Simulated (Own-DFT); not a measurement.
Simulation results for AlN (wurtzite, strained, atoms displaced)

Computed with Own-DFT development build. A calculation, not a measurement: plane-wave PBE density functional theory by an unreviewed code, no spin, of a simulated periodic cell, stress positive in tension, free energy of the whole cell less one offset for each atom, forces on such cells passed a denser k mesh, this cell's mesh not checked; offsets are fitted by least squares, one for each functional and potential file, so energies compare only between cells with the same atoms and settings and are not formation energies; the far tail of each file's local potential was reset to the Coulomb form; each entry is a single point on an unrelaxed cell, so the pressure reflects the starting lattice, mostly measured values (interpolated for alloys), from which strain is counted, and rises with the displacements; printed positions are rounded, which can move forces by about a meV/angstrom; the program, named Own-DFT, is a retired in-house code; no spin-orbit coupling.

Common to all runs: functional PBE; potential files PseudoDojo norm-conserving, scalar-relativistic, standard set; wave cutoff 42 hartree; occupations Fermi-Dirac; smearing width 0.1 eV; hardware one NVIDIA H100; k mesh 2 x 2 x 2 centred on Gamma.

(1) AlN (wurtzite, strained, atoms displaced)

```
cell vectors (Å)
  12.6283    -0.2108    -0.1582
  -6.4968    10.8613     0.0237
  -0.1266    -0.0512     9.9323
atoms (fractions of the cell vectors)
Al  0.07702  0.16510  0.99922
Al  0.16895  0.08735  0.25130
N   0.08483  0.16217  0.19276
N   0.16717  0.08447  0.43719
Al  0.07810  0.16271  0.49558
Al  0.16537  0.07878  0.75670
N   0.08218  0.17379  0.69118
N   0.17060  0.08312  0.93886
Al  0.07771  0.41712  0.00652
Al  0.16587  0.33179  0.25494
N   0.07932  0.41534  0.19833
N   0.16073  0.32470  0.44406
Al  0.07719  0.41443  0.50289
Al  0.16830  0.33193  0.75152
N   0.08626  0.42383  0.68284
N   0.16808  0.33059  0.93383
Al  0.08835  0.66969  0.99498
Al  0.15906  0.58315  0.25914
N   0.07444  0.65915  0.19693
N   0.16191  0.57811  0.43717
Al  0.08473  0.66674  0.50113
Al  0.16477  0.58799  0.75450
N   0.08477  0.66967  0.68765
N   0.16751  0.58410  0.93803
Al  0.08482  0.91633  0.99011
Al  0.17266  0.83785  0.25606
N   0.08487  0.91656  0.18307
N   0.16014  0.82759  0.44289
Al  0.09101  0.91771  0.49975
Al  0.16832  0.83500  0.75216
N   0.08502  0.91223  0.69005
N   0.16568  0.83730  0.93274
Al  0.33179  0.16866  0.00485
Al  0.41000  0.08222  0.24993
N   0.32853  0.16368  0.19329
N   0.41680  0.07776  0.44015
Al  0.33705  0.17049  0.50637
Al  0.42115  0.08279  0.75742
N   0.33232  0.17062  0.69565
N   0.42340  0.08747  0.94314
Al  0.33025  0.41572  0.00150
Al  0.41791  0.33583  0.25073
N   0.33559  0.42309  0.18928
N   0.41403  0.33134  0.42639
Al  0.33084  0.41991  0.49719
Al  0.41388  0.33172  0.74621
N   0.33335  0.41752  0.69002
N   0.41988  0.33780  0.94479
Al  0.33174  0.66124  0.99809
Al  0.41879  0.58840  0.24923
N   0.34047  0.67025  0.19199
N   0.41680  0.58187  0.44251
Al  0.33723  0.66429  0.50509
Al  0.41144  0.57661  0.75138
N   0.34446  0.66611  0.69041
N   0.41440  0.58119  0.93318
Al  0.32811  0.91118  0.00078
Al  0.41250  0.83295  0.25231
N   0.33308  0.91445  0.19408
N   0.41898  0.83985  0.43938
Al  0.34029  0.91609  0.49250
Al  0.41841  0.83645  0.74884
N   0.33598  0.91801  0.69426
N   0.42519  0.84373  0.93931
Al  0.58368  0.16499  0.00169
Al  0.66930  0.07724  0.25114
N   0.59101  0.17053  0.18826
N   0.67265  0.09391  0.44221
Al  0.58316  0.16732  0.50609
Al  0.66590  0.08335  0.74501
N   0.57980  0.16650  0.68432
N   0.66236  0.08429  0.93837
Al  0.58289  0.42266  0.00016
Al  0.67172  0.33934  0.25391
N   0.58521  0.40879  0.18642
N   0.66471  0.33887  0.45365
Al  0.57984  0.41242  0.50417
Al  0.67193  0.33647  0.74888
N   0.58056  0.42483  0.68217
N   0.67286  0.33705  0.94454
Al  0.57917  0.66625  0.99412
Al  0.67241  0.58942  0.25269
N   0.58491  0.66973  0.19310
N   0.66828  0.58705  0.44499
Al  0.57852  0.66024  0.49994
Al  0.66727  0.58916  0.75148
N   0.58247  0.67072  0.69833
N   0.66755  0.59385  0.93942
Al  0.57708  0.90977  0.00057
Al  0.66567  0.83735  0.25470
N   0.58979  0.92361  0.19464
N   0.66863  0.83394  0.44086
Al  0.58312  0.91633  0.50106
Al  0.66437  0.83376  0.74359
N   0.58714  0.91190  0.68747
N   0.66469  0.82981  0.94054
Al  0.83217  0.16556  0.00437
Al  0.91684  0.09146  0.24610
N   0.82922  0.16181  0.17967
N   0.91532  0.07908  0.43341
Al  0.82724  0.16683  0.50125
Al  0.90910  0.07842  0.74296
N   0.83209  0.15995  0.68579
N   0.92093  0.08572  0.94482
Al  0.83771  0.41536  0.00607
Al  0.91909  0.33317  0.25306
N   0.83198  0.42048  0.18671
N   0.91933  0.33152  0.44003
Al  0.83174  0.42120  0.49998
Al  0.90931  0.32261  0.74249
N   0.82235  0.41364  0.68842
N   0.91272  0.33549  0.93874
Al  0.83378  0.67285  0.99366
Al  0.90717  0.57908  0.25735
N   0.83807  0.66901  0.19340
N   0.91843  0.58902  0.44617
Al  0.84299  0.66732  0.50959
Al  0.91764  0.58782  0.75228
N   0.83871  0.67395  0.69736
N   0.91619  0.58439  0.93260
Al  0.83406  0.91285  0.98943
Al  0.91681  0.83931  0.24162
N   0.83018  0.91779  0.19603
N   0.91054  0.82538  0.43999
Al  0.83432  0.91494  0.49838
Al  0.92257  0.83498  0.75508
N   0.83513  0.92120  0.68536
N   0.92091  0.83185  0.94445
```

* free energy of cell above offsets: -53.171 eV
* pressure: 4.03 GPa
* stress xx: 0.12 GPa
* stress yy: -4.31 GPa
* stress zz: -7.9 GPa
* stress yz: -1.56 GPa
* stress xz: -3.53 GPa
* stress xy: -5.57 GPa
* wall time: 380.5 s

Force:
```
element  x (eV/Å)  y (eV/Å)  z (eV/Å)
     Al     2.818     0.819     0.389
     Al    -0.269    -1.543    -0.398
      N     -1.07      1.38     -0.66
      N      0.24    -0.249     1.378
     Al     0.898    -0.387     0.991
     Al    -0.679      1.26    -1.853
      N     0.613    -2.702    -0.396
      N    -1.476    -0.013     0.714
     Al      1.11    -0.378    -0.953
     Al     0.259     0.186    -0.506
      N     1.278     0.106    -1.026
      N    -0.423     1.988     -0.54
     Al     2.063     0.233    -0.894
     Al    -0.895     1.191    -1.268
      N    -0.346    -1.075     2.457
      N    -1.562     0.454     2.082
     Al    -1.457    -0.639      1.17
     Al      0.94     0.272    -2.167
      N     0.938     1.329    -0.993
      N     0.502     1.152     2.309
     Al     0.485    -0.488    -0.374
     Al     1.007    -0.607    -1.949
      N     0.226    -0.351     0.964
      N    -0.519     0.026     1.171
     Al     0.709     0.746     2.029
     Al    -2.173    -1.412    -1.038
      N     0.485     0.278     0.696
      N     1.604     1.365     -0.07
     Al    -1.872    -0.251    -0.578
     Al     0.478     0.037    -1.849
      N    -0.244     0.942     0.464
      N     0.738    -0.894     1.642
     Al     1.465     0.319    -0.586
     Al     1.793     1.114    -0.348
      N      0.83     0.765    -0.372
      N    -1.027     1.392     0.119
     Al    -0.296    -0.741    -1.189
     Al    -1.053      0.52    -0.695
      N     0.965    -1.644    -0.451
      N    -2.158    -1.182     0.523
     Al     0.895     0.122    -0.435
     Al     0.328     0.074    -2.504
      N    -0.201    -1.035      0.61
      N    -0.303     0.332     3.828
     Al     0.699    -1.665     0.256
     Al     0.119     1.696     1.151
      N     0.233    -1.009    -0.558
      N    -1.286    -0.581    -0.678
     Al       0.8     1.183     0.167
     Al     0.642    -0.276     0.171
      N    -1.626    -0.582    -0.332
      N    -1.224     0.382    -0.659
     Al    -0.774     0.176    -1.007
     Al     1.105     1.195    -0.737
      N    -2.654     0.671     0.612
      N    -0.872    -0.117     1.915
     Al     1.108     1.668    -0.255
     Al     1.437     0.601    -0.663
      N    -0.165     0.016    -0.643
      N     0.667    -1.864     0.351
     Al    -2.018    -0.104     1.766
     Al     0.724     -0.41    -0.118
      N      0.11    -0.416    -0.802
      N    -2.883    -2.837    -0.137
     Al     0.808      1.44      0.25
     Al     -1.75     3.119     0.158
      N      -0.6    -0.889      1.64
      N    -1.753    -2.114    -0.277
     Al       0.1     0.312    -2.455
     Al    -0.408    -0.446     0.751
      N     0.912    -0.042     2.186
      N     1.116      -0.6    -0.438
     Al     1.948    -0.264    -0.246
     Al    -0.468    -1.721    -0.246
      N    -1.357     1.859     1.051
      N     0.662    -1.056    -1.944
     Al    -0.679     1.684    -1.954
     Al    -2.861    -0.769     1.334
      N     0.679    -1.118     2.729
      N    -1.341     -0.18    -1.083
     Al     0.539     0.135     1.052
     Al    -0.416    -0.561    -0.051
      N     0.006    -0.402    -0.567
      N     0.342     -0.83     0.021
     Al     1.548     1.448     0.705
     Al    -0.203         0    -0.804
      N     0.402    -1.464    -1.335
      N     0.251    -1.219     0.327
     Al     2.768     2.292     0.644
     Al     0.783    -0.444    -0.745
      N    -1.016    -3.052    -0.715
      N    -1.552    -0.399     0.837
     Al     1.233     0.519    -0.767
     Al     1.149     -0.06     0.996
      N    -2.003     1.532     0.194
      N    -0.566     1.158    -0.604
     Al    -0.372    -0.205    -3.005
     Al     0.958    -1.875    -0.074
      N     0.453     1.461      3.18
      N    -1.485      0.78     0.842
     Al      2.94     0.132    -0.723
     Al     1.665     1.716     1.192
      N    -1.036     0.442     0.637
      N    -2.489    -1.385    -1.528
     Al    -1.382     1.017    -1.795
     Al    -1.765    -0.567    -0.609
      N     1.429    -0.838     2.316
      N    -2.377    -0.069     0.174
     Al     0.783    -0.429     0.375
     Al     0.088     2.558     0.727
      N     3.613     1.339     -0.51
      N     1.221    -0.867    -0.159
     Al      1.23    -2.332     1.547
     Al     0.769      1.57    -0.968
      N    -0.797    -0.174    -1.093
      N     0.463    -1.535    -0.132
     Al    -2.485     0.508    -0.827
     Al     0.087    -0.887    -1.099
      N    -0.096    -1.284    -0.013
      N     0.326     0.305     2.089
     Al    -0.652     0.609     1.918
     Al     0.555    -0.469     1.301
      N     0.562     0.352    -1.605
      N     0.918     1.846      0.07
     Al     0.697    -0.404     -0.97
     Al    -1.067     0.727    -1.207
      N     0.667    -1.915     1.254
      N    -1.483     1.472    -1.191
```

(2) AlN (wurtzite, strained, atoms displaced)

```
cell vectors (Å)
  12.6309    -0.0613     0.1484
  -6.3686    10.7194     0.0580
   0.1188     0.1222     9.7894
atoms (fractions of the cell vectors)
Al  0.08738  0.17056  0.99744
Al  0.17095  0.08230  0.26300
N   0.07969  0.16903  0.19423
N   0.16829  0.07946  0.44824
Al  0.08977  0.16763  0.50809
Al  0.16951  0.08419  0.75755
N   0.08569  0.16589  0.69096
N   0.16510  0.08753  0.94081
Al  0.07489  0.40897  0.00447
Al  0.16863  0.32903  0.24904
N   0.08673  0.41017  0.19099
N   0.17373  0.33853  0.45007
Al  0.08236  0.41900  0.50739
Al  0.16959  0.33108  0.75206
N   0.07803  0.41384  0.69623
N   0.16899  0.33317  0.94524
Al  0.08632  0.67050  0.99655
Al  0.16641  0.58224  0.25524
N   0.08242  0.66384  0.19336
N   0.15574  0.58437  0.43943
Al  0.08075  0.66436  0.50186
Al  0.16719  0.58439  0.75234
N   0.08824  0.67344  0.69221
N   0.15779  0.58085  0.94076
Al  0.07872  0.91760  0.99878
Al  0.16847  0.83316  0.24134
N   0.08168  0.91284  0.19774
N   0.16299  0.83413  0.43794
Al  0.08905  0.92177  0.49578
Al  0.17545  0.84527  0.73898
N   0.08468  0.92027  0.68673
N   0.16571  0.83906  0.93875
Al  0.33188  0.16412  0.99732
Al  0.41895  0.08454  0.24892
N   0.32485  0.15950  0.18789
N   0.41670  0.08215  0.43519
Al  0.33041  0.16438  0.50045
Al  0.41771  0.08053  0.75393
N   0.32742  0.16716  0.69570
N   0.42222  0.08533  0.94184
Al  0.33560  0.41885  0.99522
Al  0.41035  0.32828  0.25111
N   0.33458  0.42011  0.19480
N   0.42175  0.33213  0.44599
Al  0.33307  0.41977  0.50017
Al  0.41889  0.32955  0.74655
N   0.33614  0.41976  0.69015
N   0.41378  0.33502  0.94241
Al  0.33207  0.67248  0.99776
Al  0.42445  0.59040  0.25000
N   0.33650  0.66522  0.18973
N   0.41058  0.57213  0.44019
Al  0.32832  0.66751  0.49906
Al  0.41441  0.58119  0.75694
N   0.33984  0.67092  0.69781
N   0.42083  0.59099  0.94602
Al  0.33947  0.92009  0.00577
Al  0.41046  0.82732  0.24537
N   0.33081  0.90946  0.18637
N   0.41937  0.83295  0.44296
Al  0.33332  0.91648  0.50207
Al  0.41168  0.83692  0.74686
N   0.33794  0.91889  0.68998
N   0.40657  0.82374  0.93730
Al  0.58980  0.17326  0.99988
Al  0.66766  0.07445  0.25926
N   0.58130  0.16736  0.18482
N   0.66921  0.08651  0.43650
Al  0.58563  0.16346  0.50071
Al  0.66646  0.08160  0.75039
N   0.58478  0.16077  0.69160
N   0.66686  0.07849  0.94180
Al  0.58412  0.41735  0.99490
Al  0.66889  0.34286  0.25085
N   0.58870  0.41933  0.18943
N   0.66838  0.33439  0.43431
Al  0.57791  0.41125  0.50164
Al  0.67313  0.34075  0.75761
N   0.58149  0.41819  0.68969
N   0.66490  0.33091  0.93940
Al  0.58721  0.67035  0.99157
Al  0.66055  0.57816  0.24633
N   0.57963  0.65832  0.19234
N   0.66370  0.58242  0.44129
Al  0.57902  0.66723  0.50462
Al  0.66760  0.58507  0.75002
N   0.58178  0.66769  0.68326
N   0.66764  0.58374  0.94381
Al  0.58096  0.90878  0.00047
Al  0.66916  0.83317  0.24239
N   0.58281  0.91527  0.18396
N   0.65934  0.82955  0.44364
Al  0.58126  0.91268  0.49752
Al  0.67208  0.83404  0.74572
N   0.57883  0.91902  0.69595
N   0.67088  0.84639  0.94453
Al  0.83682  0.17180  0.00385
Al  0.90969  0.07629  0.25844
N   0.83511  0.17211  0.19220
N   0.91976  0.08421  0.43414
Al  0.83236  0.16439  0.48907
Al  0.91106  0.07806  0.74469
N   0.82968  0.16497  0.70050
N   0.91831  0.07984  0.93898
Al  0.83520  0.42156  0.00070
Al  0.92351  0.34306  0.24804
N   0.82720  0.41225  0.18641
N   0.90772  0.32649  0.43527
Al  0.84027  0.41345  0.49979
Al  0.91642  0.33221  0.75267
N   0.83408  0.42038  0.70425
N   0.91582  0.32831  0.93066
Al  0.84173  0.67389  0.00235
Al  0.90716  0.57985  0.24897
N   0.83452  0.66400  0.18745
N   0.92549  0.59204  0.44644
Al  0.82878  0.66220  0.50814
Al  0.91446  0.58878  0.74616
N   0.82977  0.66571  0.69351
N   0.91743  0.58586  0.94309
Al  0.84820  0.92545  0.00303
Al  0.91516  0.82789  0.24549
N   0.82723  0.92347  0.18373
N   0.91914  0.82977  0.43305
Al  0.82915  0.91128  0.49906
Al  0.92231  0.83341  0.75427
N   0.82704  0.92143  0.69165
N   0.92505  0.83240  0.93555
```

* free energy of cell above offsets: -51.529 eV
* pressure: 8.31 GPa
* stress xx: -1.01 GPa
* stress yy: -9.5 GPa
* stress zz: -14.41 GPa
* stress yz: 3.62 GPa
* stress xz: 3.65 GPa
* stress xy: -2.18 GPa
* wall time: 373.4 s

Force:
```
element  x (eV/Å)  y (eV/Å)  z (eV/Å)
     Al    -1.044    -1.114     1.131
     Al    -2.324    -0.549    -2.256
      N     1.313    -1.876     0.036
      N    -0.615     2.653    -0.406
     Al    -0.929     0.073    -1.789
     Al    -1.598    -0.345    -1.411
      N    -0.336    -0.509      1.33
      N     0.887    -0.696     1.014
     Al     0.976     0.941    -1.371
     Al    -0.342     0.918     0.868
      N    -0.922     1.387     0.861
      N    -1.656    -1.018    -0.875
     Al     0.369    -1.165    -1.003
     Al    -0.838      0.45    -0.335
      N     1.453     0.734    -0.346
      N    -0.523     1.289     -0.76
     Al    -0.636    -0.174     0.294
     Al     0.031    -0.211    -2.146
      N    -0.218    -0.363    -0.463
      N     2.504    -0.507     1.197
     Al    -0.279     2.031     0.121
     Al    -0.283     0.082    -0.269
      N    -0.188    -0.437     0.128
      N     1.448     -0.17     0.763
     Al     2.422      0.79     0.926
     Al    -0.851    -0.827     1.086
      N    -0.222     0.881    -1.257
      N     1.673     0.337     0.479
     Al    -0.875     -3.19     0.257
     Al    -1.215    -1.659      1.54
      N     0.217    -0.047     0.549
      N      0.79     0.605     0.013
     Al    -0.019     0.081    -0.088
     Al    -0.094    -0.311    -1.128
      N     1.523     0.893     0.714
      N     -0.07     0.354     1.618
     Al     1.295     0.055     0.464
     Al     0.002     1.261    -0.627
      N     2.365    -0.786    -0.612
      N    -0.818     0.285     0.288
     Al    -0.475     0.309      1.38
     Al     0.655     0.957    -0.502
      N     0.797    -0.631     -0.57
      N    -2.088    -0.602    -0.791
     Al     1.249    -2.187     0.644
     Al    -1.461     1.133     0.613
      N      0.32    -0.731         1
      N     1.299    -0.278    -0.395
     Al    -0.077    -3.744     0.556
     Al    -1.648    -1.979     0.062
      N    -0.889     -0.37     0.584
      N    -0.524     4.506    -0.163
     Al     1.005    -1.214     0.513
     Al     0.193     0.935     -0.97
      N    -1.266    -1.206    -1.231
      N    -0.194    -0.603    -0.356
     Al    -0.751    -0.822    -2.386
     Al     0.979     1.078     0.543
      N     0.368      1.19     1.815
      N    -1.235     0.165    -0.746
     Al    -0.205    -0.325    -1.639
     Al     2.053      -0.7     0.666
      N    -0.946     0.642     -0.37
      N     0.296     3.974     0.145
     Al     0.689    -2.655    -0.191
     Al    -1.313     1.709    -4.096
      N     0.751     0.205     1.894
      N     0.105    -1.326     2.183
     Al    -0.892     0.759    -0.549
     Al    -0.196    -0.132      0.91
      N    -1.044     1.568     0.016
      N    -0.569     1.111     0.524
     Al    -0.344    -0.708     0.754
     Al     0.018    -2.727    -0.899
      N    -1.548    -1.216     -0.49
      N     0.318     0.244     2.387
     Al      1.68     1.031    -0.678
     Al    -1.129    -1.685    -2.183
      N     1.407    -0.169     1.018
      N     0.033     2.272     0.957
     Al    -0.251     0.344     1.119
     Al      0.54     1.063      0.79
      N      1.35     2.351    -1.103
      N     0.264     0.221      0.26
     Al     0.194    -1.705    -2.446
     Al     -1.34    -0.386    -0.099
      N     0.749    -0.173     3.394
      N     0.382     1.204    -0.686
     Al    -1.856     1.806    -1.273
     Al     -1.76    -1.251     0.497
      N    -0.167    -0.877      2.38
      N     1.241     1.089    -1.189
     Al     -0.32     0.827     1.316
     Al    -3.495    -0.338     1.268
      N     1.193    -1.082    -1.238
      N     3.057    -2.699    -1.139
     Al    -0.343    -2.679    -0.788
     Al     0.439     2.555    -3.356
      N     0.432     -0.66      0.93
      N     0.073    -0.408      3.73
     Al     0.399    -0.655     1.819
     Al     0.183     2.461     1.213
      N     1.154     0.364    -2.472
      N     0.223     2.526    -0.311
     Al     0.227    -1.201    -1.443
     Al    -0.689    -1.707    -0.525
      N     1.497     1.299     0.901
      N     1.894     1.822     1.026
     Al    -2.563     0.971     0.685
     Al    -0.886     -0.38    -1.612
      N     1.127     -0.09    -2.048
      N    -0.584      1.68     3.637
     Al    -0.582    -2.346    -0.879
     Al     2.109     0.484      0.51
      N    -1.423     0.334      0.66
      N    -2.057    -2.359    -0.568
     Al     0.108     0.321    -2.288
     Al     1.702    -0.121     0.927
      N     0.354     1.028     0.552
      N     -0.07     0.674    -0.518
     Al    -1.823    -1.759    -1.609
     Al    -0.512     0.682     0.568
      N     2.652    -1.671     1.615
      N    -1.277     0.625     1.857
     Al     0.555     0.153    -0.537
     Al    -1.103     0.401    -2.331
      N     3.376    -1.615    -1.245
      N    -2.165     0.956     1.556
```
